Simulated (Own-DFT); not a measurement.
# Strain and stress in 4H SiC, 72 atoms (C36Si36)

These are calculations, not measurements. They come from Own-DFT, an in-house plane-wave density functional program, since retired, whose code no person has reviewed. Each row is one single-point run on a periodic cell that was not relaxed, without spin or spin-orbit coupling.

Settings of every run: PBE; PseudoDojo norm-conserving scalar-relativistic files; cutoff 42 hartree; 4 x 4 x 3 k mesh centred on Gamma; Fermi-Dirac smearing of 0.1 eV.

Known limits: forces on such cells passed a denser k mesh, each cell not checked; stress not checked against mesh or cutoff.

Unstrained cell vectors in Å: (9.248, 0.000, 0.000); (-4.624, 8.009, 0.000); (0.000, 0.000, 10.068). The unstrained cell has measured lattice constants (interpolated for alloys), not those of this functional. That, the random moves and any unrelaxed bonds set the pressure at no strain. Each run strains this cell uniformly, with the atoms carried along. Every atom was also moved at random, by a Gaussian of width 0.05 Å on each axis. Strain is the symmetric tensor, in per cent. Stress is positive in tension, and the pressure is minus a third of its trace.

| run | e_xx (%) | e_yy (%) | e_zz (%) | e_yz (%) | e_xz (%) | e_xy (%) | s_xx (GPa) | s_yy (GPa) | s_zz (GPa) | s_yz (GPa) | s_xz (GPa) | s_xy (GPa) | P (GPa) | E (meV/atom) |
|---|---|---|---|---|---|---|---|---|---|---|---|---|---|---|
| 1 | 1.35 | 0.95 | -0.91 | 0.97 | 1.17 | -1.50 | 4.01 | 0.22 | -11.71 | 2.99 | 3.93 | -6.55 | 2.49 | 18.5 |
| 2 | 1.44 | -0.92 | -0.57 | 1.01 | -0.68 | 0.09 | 1.20 | -6.51 | -10.80 | 4.48 | -2.70 | 1.60 | 5.37 | 11.0 |
| 3 | 0.33 | 1.86 | -1.39 | -1.97 | -0.21 | -1.67 | -2.43 | 5.07 | -15.42 | -6.56 | -0.61 | -7.77 | 4.26 | 45.0 |
| 4 | -1.50 | 1.18 | 0.87 | -1.16 | 0.51 | 0.12 | -9.48 | -0.89 | -1.08 | -4.02 | 0.52 | 0.31 | 3.82 | 17.2 |
| 5 | 0.02 | -0.31 | -1.86 | 0.30 | 1.08 | 0.37 | -5.27 | -10.55 | -17.67 | 1.76 | 3.45 | 1.92 | 11.16 | 49.1 |
| 6 | 1.24 | 1.61 | -0.20 | -0.66 | -1.29 | 0.88 | 1.71 | 4.70 | -6.91 | -2.30 | -5.14 | 3.15 | 0.16 | 23.4 |
| 7 | -0.46 | 1.88 | -0.43 | -0.10 | 0.99 | 0.74 | -6.60 | 4.44 | -8.70 | -0.12 | 4.40 | 2.21 | 3.62 | 28.1 |
| 8 | 0.34 | 1.93 | 1.71 | 1.00 | -1.26 | 1.99 | 0.11 | 5.24 | 3.74 | 3.72 | -3.82 | 7.84 | -3.03 | 24.1 |
| 9 | -0.62 | -1.99 | -0.62 | -1.20 | -1.21 | -0.65 | -9.17 | -19.88 | -11.16 | -4.51 | -3.74 | -2.71 | 13.40 | 40.0 |
| 10 | 0.72 | 1.39 | -1.51 | -0.92 | -1.03 | -0.87 | -1.04 | 0.70 | -13.43 | -4.06 | -2.74 | -3.20 | 4.59 | 38.2 |
| 11 | 1.50 | 1.28 | -1.43 | 0.66 | 0.13 | -1.82 | 2.76 | 2.80 | -15.45 | 2.86 | 1.29 | -8.81 | 3.30 | 35.2 |
| 12 | -1.71 | 1.64 | -1.26 | -1.50 | -1.92 | -0.14 | -14.37 | 1.50 | -13.03 | -5.16 | -5.70 | 0.51 | 8.63 | 36.4 |
| 13 | 1.68 | 1.90 | -0.55 | 1.34 | -1.41 | -1.37 | 6.06 | 3.67 | -8.18 | 4.28 | -3.74 | -5.48 | -0.52 | 42.2 |
| 14 | 0.68 | 1.93 | 0.28 | -0.34 | 0.82 | -0.25 | -0.13 | 6.21 | -3.34 | -1.08 | 2.39 | -0.70 | -0.92 | 0.0 |
| 15 | -0.82 | 0.54 | 0.50 | -1.14 | -1.00 | -0.99 | -8.86 | -1.94 | -3.01 | -3.86 | -3.72 | -3.18 | 4.60 | 10.6 |
| 16 | -1.43 | -1.52 | 0.70 | -0.70 | 1.08 | 0.10 | -14.28 | -13.03 | -5.89 | -0.51 | 4.24 | 1.02 | 11.07 | 47.2 |
| 17 | -1.86 | 1.33 | 0.89 | 0.70 | 1.74 | 0.46 | ? | ? | ? | ? | ? | ? | ? | ? |

E is the free energy for each atom above the lowest run shown.

## Worked fit

Each stress component was fitted by least squares to a constant and the strains of the runs shown, as fractions, with shears doubled. Shear strains stay in the fit of a normal stress only where such slopes are resolved. The slopes, in GPa:

| stress | at no strain | per e_xx | per e_yy | per e_zz | scatter |
|---|---|---|---|---|---|
| s_xx | -4.8 | 536 ± 25 | 75 ± 21 | 68 ± 28 | 1.03 |
| s_yy | -5.5 | 102 ± 42 | 536 ± 36 | 80 ± 47 | 1.72 |
| s_zz | -7.1 | 9 ± 24 | 69 ± 20 | 573 ± 27 | 0.99 |

Each shear stress against twice its own strain: yz 177 ± 12, xz 160 ± 9, xy 206 ± 12 GPa. These are stiffnesses along x, y and z of the frame in which the cell vectors are given, which need not be the crystal's axes. The atoms are held to the strained lattice; where symmetry lets them move under strain, relaxing them would lower some slopes. The table should be nearly symmetric about its diagonal, and what it lacks of that shows the noise. A ninth of its sum, 227 ± 6 GPa, estimates the bulk modulus near the mean pressure of these runs, 4.5 GPa, so it lies above the value at zero pressure.

## Withheld run

Question: what normal stresses and pressure should run 17 give?

The fit gives s_xx = -13.1, s_yy = 0.5, s_zz = -1.2 and P = 4.6 GPa. The calculation gave -13.20, 1.19, -3.09 and P = 5.04 GPa.
